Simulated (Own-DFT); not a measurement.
# Biaxial strain at fixed height in grey tin, 64 atoms (Sn64)

Calculated, not measured: single-point runs of Own-DFT, a retired in-house plane-wave DFT program that no person has reviewed, on unrelaxed cells, without spin or spin-orbit coupling.

Common settings: PBE; PseudoDojo norm-conserving scalar-relativistic files; cutoff 42 hartree; 3 x 3 x 3 k mesh centred on Gamma; cold (Marzari-Vanderbilt) smearing of 0.2 eV.

Keep in mind: forces on such cells moved up to 12 meV/angstrom on a denser k mesh; stress not checked against mesh or cutoff.

Unstrained cell vectors in Å: (12.978, 0.000, 0.000); (0.000, 12.978, 0.000); (0.000, 0.000, 12.978). The unstrained cell has measured lattice constants (interpolated for alloys), not those of this functional. That, the random moves and any unrelaxed bonds set the pressure at no strain. Each run strains x and y alike by e, as a substrate would, and holds the height along z. All atoms carry random offsets, Gaussian with a width of 0.05 Å per axis. Stress is positive in tension.

| e (%) | u (Å) | (s_xx + s_yy)/2 (GPa) | s_zz (GPa) |
|---|---|---|---|
| -3.00 | 0.047 | -7.55 | -6.57 |
| -3.00 | 0.048 | -7.54 | -6.60 |
| -2.25 | 0.052 | -6.54 | -5.85 |
| -2.25 | 0.052 | -6.53 | -5.91 |
| -1.75 | 0.052 | -5.82 | -5.30 |
| -1.75 | 0.054 | -5.90 | -5.39 |
| -1.25 | 0.049 | -5.13 | -4.70 |
| -1.25 | 0.046 | -5.13 | -4.75 |
| -0.25 | 0.051 | ? | ? |
| 0.50 | 0.049 | -3.03 | -3.22 |
| 0.50 | 0.051 | -3.04 | -3.18 |
| 1.00 | 0.052 | -2.58 | -2.90 |
| 1.00 | 0.051 | -2.54 | -2.87 |

## Fit

With e as a fraction, the in-plane stress is -3.6 + 116 e - 509 e² GPa (errors 2 and 83, scatter 0.04), and s_zz is -3.7 + 86 e - 451 e² GPa (slope ± 3, scatter 0.07). At e = 0 the first slope is C11 + C12 and the second 2 C12, both with the ions held to the strained lattice and at the cell's own pressure. The term in e² is negative: the layer stiffens under compression and softens under tension. A free layer would change its height as e changes, and the in-plane slope would drop by 2 C12²/C11 to the biaxial modulus. At fixed height, a misfit of 1 % moves the in-plane stress by about 1.2 GPa and s_zz by 0.9 GPa.

## The run left out

Asked: what are the two stresses at e = -0.25 %?

Estimate: -3.9 and -3.9 GPa. Computed: -3.98 and -3.91 GPa.
